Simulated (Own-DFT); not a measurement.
# One host, several defects: 4H SiC

Everything here is calculated. The program is Own-DFT (plane waves, in-house, since retired, never reviewed by a person); positions were held fixed, and spin and spin-orbit coupling were off.

Method: PBE; PseudoDojo norm-conserving scalar-relativistic files; cutoff 42 hartree; 4 x 4 x 3 k mesh centred on Gamma; Fermi-Dirac smearing of 0.1 eV.

Caveats (not all hold for every row): a neutral cation vacancy leaves holes that likely carry spin, which these runs leave out; some atoms lie very close together; not probed for a lower state with spin; forces on such cells failed a check on a denser k mesh; forces on such cells passed a denser k mesh, each cell not checked; stress not checked against mesh or cutoff.

All runs share one cell, with vectors in Å (9.248, 0.000, 0.000); (-4.624, 8.009, 0.000); (0.000, 0.000, 10.068) and a volume of 745.7 Å³. The atoms are randomly displaced, by u rms on each axis. The defect's site can differ from row to row.

```
cell,formula,u (Å),P (GPa)
no defect,C36Si36,0.0302,3.76
no defect,C36Si36,0.0603,6.59
no defect,C36Si36,0.0604,6.25
one Al on a Si site and one N on a C site,AlC35NSi35,0.0477,5.17
one Al on a Si site and one N on a C site,AlC35NSi35,0.0479,?
one Al on a Si site and one N on a C site,AlC35NSi35,0.0493,5.44
one Al on a Si site and one N on a C site,AlC35NSi35,0.0500,5.38
one Si on a C site,C35Si37,0.0478,11.95
one Si on a C site,C35Si37,0.0478,10.84
one Si on a C site,C35Si37,0.0490,12.09
one Si vacancy,C36Si35,0.0285,3.08
one Si vacancy,C36Si35,0.0316,3.26
one Si vacancy,C36Si35,0.0326,3.25
one C on a Si site and one Si on a C site,C36Si36,0.0287,7.28
one C on a Si site and one Si on a C site,C36Si36,0.0482,8.55
one C on a Si site and one Si on a C site,C36Si36,0.0504,8.75
```

## Working it out

P = P0 + c u² + a shift for each defect gives P0 = 2.94 GPa, c = 947 ± 124 GPa/Å² and a scatter of 0.32 GPa. The shifts, and each times the cell's volume:

- one Si on a C site: 6.48 ± 0.27 GPa, 30.2 eV
- one C on a Si site and one Si on a C site: 3.45 ± 0.28 GPa, 16.1 eV
- one Al on a Si site and one N on a C site: 0.11 ± 0.27 GPa, 0.5 eV (not resolved)
- one Si vacancy: -0.65 ± 0.34 GPa, -3.0 eV (not resolved)

A positive shift means that the defect pushes the cell outwards. Shift times volume (160.2 GPa Å³ is 1 eV) depends little on the cell's size, so, taken for each site, it can be compared between cells at like pressure. The atoms around the defects weren't relaxed, which would change these numbers.

## Withheld run

Question: what pressure belongs in the blank (one Al on a Si site and one N on a C site, u = 0.0479 Å)?

Estimate: 5.23 ± 0.37 GPa. The run itself gave 5.37 GPa.
